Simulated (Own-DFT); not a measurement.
Al32O47 (corundum with one vacancy, atoms displaced), Al16O23 (corundum with two vacancies, atoms displaced) (calculated)

A calculation, not a measurement: plane-wave PBE density functional theory by an unreviewed code, no spin, of a simulated periodic cell, stress positive in tension, free energy of the whole cell less one offset for each atom, defect cell not probed for a lower state with spin; oxygen file: force components 24 meV/angstrom off all-electron in one glass; forces on such cells passed a denser k mesh, this cell's mesh not checked; offsets are fitted by least squares, one for each functional and potential file, so energies compare only between cells with the same atoms and settings and are not formation energies; the far tail of each file's local potential was reset to the Coulomb form; each entry is a single point on an unrelaxed cell, so the pressure reflects the starting lattice, mostly measured values, from which strain is counted, and rises with the displacements; printed positions are rounded, which can move forces by about a meV/angstrom; the program is a retired in-house code; no spin-orbit coupling; before rounding, a Quantum ESPRESSO 7.3.1 run of the same cell and cutoff gave forces within 1 meV/angstrom rms on each cell, which checks the program and not the settings. Program: Own-DFT development build.

Common to all runs: functional PBE; potential files PseudoDojo norm-conserving, scalar-relativistic, standard set; wave cutoff 72 hartree; occupations Fermi-Dirac; smearing width 0.1 eV; k mesh 3 x 3 x 3 centred on Gamma.

(1) Al32O47 (corundum with one vacancy, atoms displaced)

```cif
# cell vector a (Å): 5.4940 0.0000 8.6604
# cell vector b (Å): -2.7470 4.7579 8.6604
# cell vector c (Å): -2.7470 -4.7579 8.6604
data_Al32O47
_symmetry_space_group_name_H-M 'P 1'
_symmetry_Int_Tables_number 1
_cell_length_a 10.2561
_cell_length_b 10.2560
_cell_length_c 10.2560
_cell_angle_alpha 55.280
_cell_angle_beta 55.280
_cell_angle_gamma 55.280
_cell_volume 679.15
loop_
_atom_site_label
_atom_site_type_symbol
_atom_site_fract_x
_atom_site_fract_y
_atom_site_fract_z
_atom_site_occupancy
Al1 Al 0.17658 0.17425 0.17736 1
Al2 Al 0.32382 0.32071 0.33023 1
Al3 Al 0.43018 0.42520 0.42150 1
Al4 Al 0.07190 0.06538 0.07413 1
O1 O 0.27773 0.47001 0.12925 1
O2 O 0.46782 0.12470 0.28303 1
O3 O 0.12205 0.27955 0.48023 1
O4 O 0.22132 0.03653 0.37138 1
O5 O 0.02969 0.37437 0.22079 1
O6 O 0.37568 0.22743 0.02452 1
Al5 Al 0.17675 0.17229 0.67400 1
Al6 Al 0.33092 0.32341 0.82106 1
Al7 Al 0.42844 0.42836 0.91765 1
Al8 Al 0.07121 0.06972 0.57689 1
O7 O 0.27843 0.47481 0.62511 1
O8 O 0.12033 0.27943 0.97518 1
O9 O 0.22786 0.02690 0.87351 1
O10 O 0.02876 0.36908 0.72411 1
O11 O 0.37872 0.22607 0.52668 1
Al9 Al 0.17565 0.67626 0.17421 1
Al10 Al 0.32003 0.82179 0.32449 1
Al11 Al 0.42142 0.92984 0.42966 1
Al12 Al 0.08109 0.56746 0.07903 1
O12 O 0.27822 0.97122 0.12574 1
O13 O 0.47368 0.62115 0.28201 1
O14 O 0.13365 0.77542 0.46797 1
O15 O 0.22518 0.52425 0.37238 1
O16 O 0.02483 0.87207 0.22860 1
O17 O 0.37438 0.72456 0.02952 1
Al13 Al 0.17553 0.67164 0.67948 1
Al14 Al 0.32607 0.82479 0.82491 1
Al15 Al 0.42811 0.92349 0.92505 1
Al16 Al 0.07298 0.57165 0.57737 1
O18 O 0.27509 0.97500 0.63178 1
O19 O 0.47613 0.62093 0.77899 1
O20 O 0.12594 0.77646 0.96720 1
O21 O 0.21747 0.52595 0.88420 1
O22 O 0.02544 0.88070 0.72187 1
O23 O 0.37171 0.72083 0.53224 1
Al17 Al 0.68152 0.17206 0.17557 1
Al18 Al 0.82662 0.32437 0.32625 1
Al19 Al 0.92992 0.42251 0.42073 1
Al20 Al 0.57290 0.07347 0.07889 1
O24 O 0.77641 0.47238 0.12506 1
O25 O 0.96851 0.12259 0.28177 1
O26 O 0.62518 0.27871 0.47100 1
O27 O 0.72579 0.02376 0.37049 1
O28 O 0.52502 0.37930 0.22264 1
O29 O 0.87671 0.21956 0.02327 1
Al21 Al 0.66710 0.17603 0.68474 1
Al22 Al 0.81878 0.32803 0.82817 1
Al23 Al 0.92249 0.42970 0.92936 1
Al24 Al 0.57698 0.07638 0.57857 1
O30 O 0.77656 0.47678 0.62491 1
O31 O 0.97158 0.12825 0.77570 1
O32 O 0.62781 0.27183 0.96741 1
O33 O 0.71785 0.03032 0.87815 1
O34 O 0.52735 0.37764 0.72330 1
O35 O 0.88134 0.20892 0.53774 1
Al25 Al 0.67828 0.67233 0.17993 1
Al26 Al 0.82573 0.81389 0.33101 1
Al27 Al 0.92564 0.92433 0.42924 1
Al28 Al 0.57607 0.57391 0.07296 1
O36 O 0.78095 0.97125 0.12382 1
O37 O 0.97577 0.62853 0.27575 1
O38 O 0.62842 0.77697 0.47320 1
O39 O 0.71976 0.53171 0.37509 1
O40 O 0.53058 0.87155 0.22278 1
O41 O 0.87270 0.71861 0.03175 1
Al29 Al 0.67690 0.66901 0.68526 1
Al30 Al 0.82926 0.81813 0.82746 1
Al31 Al 0.92408 0.92671 0.93213 1
Al32 Al 0.56844 0.57596 0.57388 1
O42 O 0.77856 0.97013 0.62598 1
O43 O 0.96704 0.62588 0.78488 1
O44 O 0.62447 0.77748 0.97673 1
O45 O 0.72056 0.52574 0.87518 1
O46 O 0.53286 0.87406 0.71943 1
O47 O 0.86565 0.72732 0.52513 1
```

* free energy of cell above offsets: -56.238 eV
* pressure: 7.19 GPa
* stress xx: -6.92 GPa
* stress yy: -7.65 GPa
* stress zz: -7 GPa
* stress yz: -0.16 GPa
* stress xz: 0 GPa
* stress xy: -0.16 GPa

Force:
```
element  x (eV/Å)  y (eV/Å)  z (eV/Å)
     Al     0.395     0.763    -0.836
     Al    -0.034      0.68    -0.087
     Al    -0.717    -0.223    -0.016
     Al    -0.249      0.71     1.363
      O     0.498     0.387    -0.275
      O     0.509     0.385     0.127
      O     0.647     0.787    -0.812
      O     0.217    -1.126      0.05
      O    -0.644    -0.548     0.153
      O     -0.06    -0.845    -0.341
     Al    -0.748     0.097     0.892
     Al    -0.603    -1.079    -1.251
     Al    -0.632    -1.507     0.864
     Al     0.235     0.163     1.313
      O    -0.029    -0.249    -0.201
      O     0.557     0.037      0.22
      O    -0.347    -0.056    -0.293
      O     -0.56     0.936     1.126
      O    -0.172    -0.943    -0.318
     Al     0.207    -0.451     0.452
     Al     1.369     0.575     1.148
     Al     0.852    -0.428    -0.101
     Al    -0.779     0.939    -0.321
      O    -0.074     0.084     -0.12
      O     -0.11     0.456     0.105
      O    -2.014    -0.827    -0.999
      O    -1.101    -0.004     0.802
      O     1.061     0.333    -0.181
      O     0.238    -0.084    -0.393
     Al    -0.267     0.211     0.691
     Al     0.138    -0.211    -0.379
     Al    -0.181     0.608     0.953
     Al     0.502     0.173    -0.914
      O     1.116     0.234    -1.038
      O     -0.93     0.443     0.294
      O     0.168    -0.226     0.983
      O     0.896     1.119    -0.676
      O     0.734     -1.48    -1.121
      O    -0.227     0.413     0.299
     Al    -0.679    -0.078     -0.11
     Al     0.078    -0.459     -1.06
     Al    -0.965    -0.808     1.576
     Al     0.127     0.126    -0.529
      O     0.041    -0.494     0.273
      O     0.128     0.364     0.424
      O      0.27    -0.193     0.714
      O    -1.111    -0.102     1.049
      O     1.312    -0.113    -0.581
      O    -0.427      -0.3     0.522
     Al     1.049    -0.133     0.243
     Al     1.573     0.003    -1.059
     Al     1.235    -0.815    -0.454
     Al     0.341     0.155    -1.242
      O     0.672    -0.308    -0.675
      O    -0.242    -0.928    -0.006
      O    -0.778     0.081     0.916
      O     0.314    -0.322    -0.357
      O     0.268      0.43     -0.43
      O    -1.786     2.235    -1.143
     Al    -0.609     0.883      -0.4
     Al    -0.922     1.365     0.181
     Al    -0.011     0.386    -0.497
     Al    -0.675    -0.262     0.219
      O    -0.522     -0.68     0.243
      O     0.377    -0.969    -1.269
      O      -1.3     0.002    -1.273
      O      0.85    -1.078     0.055
      O    -0.762    -0.011     0.268
      O     0.735     0.099     0.719
     Al     0.068     1.899     -1.14
     Al    -1.623     0.757     0.579
     Al     0.356     0.877    -0.635
     Al     0.733     0.506     1.352
      O    -0.135     -0.41      0.32
      O     1.148     0.513    -0.673
      O     0.308     0.258    -0.554
      O    -0.262    -0.698     1.106
      O    -0.496    -0.369     0.122
      O     1.461    -1.654     2.043
```

(2) Al16O23 (corundum with two vacancies, atoms displaced)

```cif
# cell vector a (Å): 5.4940 0.0000 8.6604
# cell vector b (Å): -2.7470 4.7579 8.6604
# cell vector c (Å): -2.7470 -4.7579 8.6604
data_Al16O23
_symmetry_space_group_name_H-M 'P 1'
_symmetry_Int_Tables_number 1
_cell_length_a 10.2561
_cell_length_b 10.2560
_cell_length_c 10.2560
_cell_angle_alpha 55.280
_cell_angle_beta 55.280
_cell_angle_gamma 55.280
_cell_volume 679.15
loop_
_atom_site_label
_atom_site_type_symbol
_atom_site_fract_x
_atom_site_fract_y
_atom_site_fract_z
_atom_site_occupancy
Al1 Al 0.17217 0.17827 0.17703 1
Al2 Al 0.31827 0.32045 0.32398 1
Al3 Al 0.42793 0.42918 0.41896 1
Al4 Al 0.07061 0.07474 0.07056 1
O1 O 0.28126 0.46916 0.12428 1
O2 O 0.47048 0.11985 0.28289 1
O3 O 0.11962 0.27908 0.47694 1
O4 O 0.22580 0.02611 0.37812 1
O5 O 0.03509 0.37047 0.22338 1
O6 O 0.37331 0.21708 0.03038 1
Al5 Al 0.17458 0.17441 0.67280 1
Al6 Al 0.32302 0.33180 0.81901 1
Al7 Al 0.42342 0.42613 0.92673 1
Al8 Al 0.07454 0.07376 0.57146 1
O7 O 0.27068 0.47270 0.62396 1
O8 O 0.47743 0.12361 0.77268 1
O9 O 0.12918 0.27208 0.97707 1
O10 O 0.22259 0.02894 0.87027 1
O11 O 0.03182 0.37558 0.71750 1
O12 O 0.37400 0.22625 0.52445 1
Al9 Al 0.17872 0.67341 0.17884 1
Al10 Al 0.32300 0.81994 0.32594 1
Al11 Al 0.41694 0.93814 0.42071 1
Al12 Al 0.07858 0.57840 0.07025 1
O13 O 0.28134 0.96944 0.12411 1
O14 O 0.47440 0.62136 0.27810 1
O15 O 0.12792 0.77468 0.47224 1
O16 O 0.22502 0.52554 0.37012 1
O17 O 0.02659 0.87529 0.22216 1
O18 O 0.36974 0.72401 0.03131 1
Al13 Al 0.17030 0.67602 0.68257 1
Al14 Al 0.32100 0.82599 0.82780 1
Al15 Al 0.42931 0.92269 0.92923 1
Al16 Al 0.06911 0.57547 0.57807 1
O19 O 0.27867 0.96951 0.62623 1
O20 O 0.46482 0.62950 0.77607 1
O21 O 0.13193 0.77046 0.97484 1
O22 O 0.22537 0.52276 0.87134 1
O23 O 0.02001 0.87623 0.72516 1
Al17 Al 0.67712 0.17592 0.17512 1
Al18 Al 0.81768 0.32507 0.32416 1
Al19 Al 0.91840 0.42519 0.42835 1
Al20 Al 0.57268 0.06865 0.07984 1
O24 O 0.77931 0.47733 0.12272 1
O25 O 0.97131 0.12266 0.28496 1
O26 O 0.62551 0.27749 0.47601 1
O27 O 0.71375 0.03143 0.37816 1
O28 O 0.52523 0.38055 0.21837 1
O29 O 0.87183 0.22338 0.02949 1
Al21 Al 0.67931 0.16949 0.67791 1
Al22 Al 0.83279 0.32570 0.81936 1
Al23 Al 0.91740 0.42792 0.92984 1
Al24 Al 0.57767 0.06762 0.57549 1
O30 O 0.77645 0.46865 0.62769 1
O31 O 0.97359 0.12423 0.77872 1
O32 O 0.62290 0.27429 0.97611 1
O33 O 0.72474 0.02327 0.87709 1
O34 O 0.53271 0.37696 0.71885 1
O35 O 0.87265 0.21795 0.53759 1
Al25 Al 0.67163 0.67968 0.17614 1
Al26 Al 0.82467 0.82395 0.32200 1
Al27 Al 0.92315 0.92793 0.42805 1
Al28 Al 0.57549 0.57489 0.07393 1
O36 O 0.77589 0.97576 0.11651 1
O37 O 0.97552 0.62235 0.27693 1
O38 O 0.72536 0.52334 0.37328 1
O39 O 0.52355 0.87613 0.22302 1
O40 O 0.88456 0.71359 0.02419 1
Al29 Al 0.67111 0.66768 0.68061 1
Al30 Al 0.82223 0.82458 0.82483 1
Al31 Al 0.92673 0.92942 0.91967 1
Al32 Al 0.57982 0.56773 0.57706 1
O41 O 0.78780 0.96630 0.61768 1
O42 O 0.97770 0.62167 0.77745 1
O43 O 0.62536 0.77732 0.97068 1
O44 O 0.72313 0.52355 0.87363 1
O45 O 0.52652 0.87370 0.71983 1
O46 O 0.87846 0.72139 0.52593 1
```

- free energy of cell above offsets: -53.268 eV
- pressure: 7.52 GPa
- stress xx: -7.87 GPa
- stress yy: -7.3 GPa
- stress zz: -7.4 GPa
- stress yz: -0.03 GPa
- stress xz: 0.25 GPa
- stress xy: -0.21 GPa

Force:
```
element  x (eV/Å)  y (eV/Å)  z (eV/Å)
     Al     0.719    -0.209     -0.26
     Al      0.04     0.133     1.299
     Al    -0.708    -1.543    -0.614
     Al     0.815    -0.257     0.912
      O    -0.033     0.157    -0.346
      O     0.025      1.38     0.602
      O     0.226     0.139    -0.539
      O    -0.607     0.585    -1.004
      O    -0.904     0.222    -0.022
      O     0.512      0.42     0.601
     Al     0.611     0.268      1.04
     Al     0.682    -0.853    -0.874
     Al     0.812    -0.354     0.085
     Al    -0.309    -0.466     0.135
      O     0.951    -0.261     0.601
      O    -0.267    -0.528     0.203
      O    -0.916      0.83    -1.136
      O    -0.473    -0.355     0.397
      O    -0.798    -0.845    -0.302
      O     0.365    -0.636    -0.265
     Al    -0.423    -0.091    -0.362
     Al    -0.289    -0.249     0.409
     Al     1.605    -3.179    -0.002
     Al    -0.005    -1.235    -0.519
      O    -0.425    -0.423     -0.04
      O    -0.073     0.739     0.544
      O    -0.663     0.531    -0.352
      O    -0.814    -0.328     0.592
      O    -0.232     0.411    -0.011
      O     1.162     0.222     0.679
     Al     1.501      1.21    -0.095
     Al     0.583     0.391    -0.198
     Al    -0.792     0.995    -0.506
     Al     1.364     0.489    -0.074
      O    -0.469     0.229    -0.255
      O     0.421    -0.661     0.548
      O    -0.983     0.975    -0.619
      O    -0.809    -0.288     1.038
      O     0.779     0.476     0.585
     Al    -0.931     0.199    -0.478
     Al     0.659    -0.206     0.675
     Al     1.162     0.546     0.439
     Al    -0.025      1.35     -0.03
      O    -0.025    -0.308    -0.679
      O     0.015     0.566    -0.331
      O     0.003      0.39    -0.621
      O     1.236     0.438    -0.174
      O     0.978    -0.379    -0.029
      O     0.385     0.119     0.368
     Al    -0.748     0.443     0.156
     Al    -0.664    -0.934    -1.193
     Al     1.707     0.121     1.027
     Al     -1.32      0.61    -0.189
      O     0.087     0.125     0.228
      O    -0.078     0.009     0.025
      O     0.225     0.727     0.297
      O     -0.45     0.186    -0.604
      O    -0.154    -1.188    -0.765
      O      0.36     0.673    -0.204
     Al     0.749    -0.395     0.818
     Al    -0.645     -0.78    -0.561
     Al     1.613     0.092    -0.752
     Al    -0.446    -0.061    -0.857
      O     0.238    -1.171     1.032
      O    -0.342    -0.084     -0.12
      O    -0.351     0.208     0.196
      O     0.617    -0.187    -0.419
      O    -1.365      0.27    -0.174
     Al     0.177     1.831     0.578
     Al     0.716    -0.202    -0.067
     Al     0.109     -0.89     0.147
     Al    -1.664     2.104    -0.803
      O     -1.92    -0.933     0.855
      O    -1.364      -0.3    -0.422
      O     0.273    -0.163     0.132
      O    -0.538     0.048     0.662
      O     0.306    -0.573     0.309
      O     -0.77    -0.341     -0.35
```
